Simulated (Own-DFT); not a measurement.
# How strain changes the stress of wurtzite AlN, 128 atoms (Al64N64)

These are calculations, not measurements. They come from Own-DFT, an in-house plane-wave density functional program, since retired, whose code no person has reviewed. Each row is one single-point run on a periodic cell that was not relaxed, without spin or spin-orbit coupling.

Settings of every run: PBE; PseudoDojo norm-conserving scalar-relativistic files; cutoff 42 hartree; 2 x 2 x 2 k mesh centred on Gamma; Fermi-Dirac smearing of 0.1 eV.

Known limits: forces on such cells passed a denser k mesh, each cell not checked; stress not checked against mesh or cutoff.

Unstrained cell vectors in Å: (12.448, 0.000, 0.000); (-6.224, 10.780, 0.000); (0.000, 0.000, 9.964). The unstrained cell has measured lattice constants (interpolated for alloys), not those of this functional. That, the random moves and any unrelaxed bonds set the pressure at no strain. Each run strains this cell uniformly, with the atoms carried along. Every atom was also moved at random, by a Gaussian of width 0.05 Å on each axis. Strain is the symmetric tensor, in per cent. Stress is positive in tension, and the pressure is minus a third of its trace.

```
run,e_xx (%),e_yy (%),e_zz (%),e_yz (%),e_xz (%),e_xy (%),s_xx (GPa),s_yy (GPa),s_zz (GPa),s_yz (GPa),s_xz (GPa),s_xy (GPa),P (GPa),E (meV/atom)
1,1.20,-1.44,-1.92,-0.08,1.71,1.35,-5.10,-13.52,-12.21,-0.04,4.68,5.63,10.28,28.8
2,0.43,-1.41,0.51,-1.15,0.52,-0.48,-2.84,-14.12,-4.17,-4.09,1.49,-1.66,7.04,11.9
3,-0.52,0.99,1.81,-0.78,-0.48,0.85,-5.44,0.28,0.90,-1.72,-1.02,1.74,1.42,5.1
4,-1.74,-0.82,1.59,-1.51,-0.39,1.40,-15.34,-11.97,-0.21,-4.69,-1.05,5.44,9.17,39.7
5,-0.90,1.66,1.31,-1.32,-0.21,1.21,-7.89,2.16,-0.03,-3.22,-0.81,4.48,1.92,6.3
6,-0.47,0.66,1.11,1.80,-0.61,-1.81,-5.22,-2.77,-1.63,4.25,-1.61,-6.32,3.20,8.3
7,-0.01,-0.82,0.09,-0.29,0.67,-1.99,-7.63,-9.75,-6.15,-1.01,2.02,-8.38,7.84,22.7
8,-1.44,-0.79,-1.11,0.34,0.52,0.91,-14.72,-10.94,-14.10,1.53,1.95,3.57,13.25,20.2
9,1.69,0.04,-1.16,-1.70,-0.36,-0.40,1.20,-6.46,-8.62,-4.91,-1.38,-1.47,4.63,15.3
10,0.22,0.19,-0.83,-0.17,-0.18,-0.98,-6.30,-5.18,-7.59,-0.18,0.56,-1.28,6.36,0.0
11,-0.84,1.81,-1.80,1.46,0.76,-0.95,-8.21,0.09,-14.05,3.63,1.86,-3.95,7.39,10.3
12,0.15,-0.35,-0.98,1.34,-0.66,0.94,-6.68,-10.44,-8.75,3.68,-1.46,5.37,8.62,22.0
13,-1.82,0.73,-0.94,-1.19,-1.58,0.51,-16.09,-4.55,-11.30,-2.30,-3.87,2.80,10.65,29.6
14,0.03,-0.88,1.44,0.92,-0.35,0.98,-6.23,-7.81,-0.01,2.21,-0.83,4.42,4.68,0.6
15,0.24,0.40,1.42,-0.98,-1.49,-0.15,?,?,?,?,?,?,?,?
```

E is the free energy for each atom above the lowest run shown.

## Worked fit

Each stress component was fitted by least squares to a constant and the strains of the runs shown, as fractions, with shears doubled. Shear strains stay in the fit of a normal stress only where such slopes are resolved. The slopes, in GPa:

```
stress  at no strain  per e_xx  per e_yy  per e_zz  scatter
  s_xx          -6.0  509 ± 37  141 ± 34   99 ± 27     1.23
  s_yy          -6.4   68 ± 36  493 ± 33   79 ± 26     1.19
  s_zz          -5.6  131 ± 29   42 ± 26  422 ± 21     0.96
```

Each shear stress against twice its own strain: yz 133 ± 6, xz 128 ± 9, xy 193 ± 12 GPa. These are stiffnesses along x, y and z of the frame in which the cell vectors are given, which need not be the crystal's axes. The atoms are held to the strained lattice; where symmetry lets them move under strain, relaxing them would lower some slopes. The table should be nearly symmetric about its diagonal, and what it lacks of that shows the noise. A ninth of its sum, 220 ± 7 GPa, estimates the bulk modulus near the mean pressure of these runs, 6.9 GPa, so it lies above the value at zero pressure.

## Withheld run

Question: what normal stresses and pressure should run 15 give?

The fit gives s_xx = -2.8, s_yy = -3.1, s_zz = 0.8 and P = 1.7 GPa. The calculation gave -3.82, -2.26, 1.87 and P = 1.40 GPa.
